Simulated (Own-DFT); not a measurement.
# Same atoms, different arrangement: C16Si16, 32 atoms

No measurement is shown. These are fixed-geometry runs of a retired plane-wave code named Own-DFT, which no person has reviewed; spin and spin-orbit coupling are neglected.

Settings: PBE; PseudoDojo norm-conserving scalar-relativistic files; cutoff 42 hartree; 5 x 5 x 3 k mesh centred on Gamma; Fermi-Dirac smearing of 0.1 eV.

Known weak points: forces on such cells passed a denser k mesh, each cell not checked; stress not checked against mesh or cutoff.

All cells hold the same atoms in the same cell, with vectors in Å (6.165, 0.000, 0.000); (-3.083, 5.339, 0.000); (0.000, 0.000, 10.068). u is the rms random offset of the atoms per axis. Free energies are per cell, over the lowest run. The arrangements:

- A: 2H SiC
- B: 4H SiC

```
arrangement,u (Å),E (eV),P (GPa)
A,0.0303,0.361,3.89
A,0.0306,0.393,3.83
A,0.0306,0.530,4.08
A,0.0520,2.422,5.52
A,0.0617,3.553,6.50
A,0.0624,4.418,7.20
B,0.0261,0.000,3.54
B,0.0299,0.306,3.78
B,0.0303,0.258,3.70
B,0.0516,2.181,5.18
B,0.0580,3.510,6.40
B,0.0587,3.546,6.23
```

The question: once the cost of the random moves is taken out, how do the arrangements rank?

## Working it out

Fit E = a + b u², with one b for all and one a for each arrangement, and with residuals divided by u², since the noise grows with the moves. Then b = 1217 eV/Å², the scatter at u = 0.04 Å is 0.13 eV, and against A:

- B: -0.11 ± 0.06 eV (not told apart from A)

The cells share one lattice and weren't relaxed, which can shift such small differences either way.
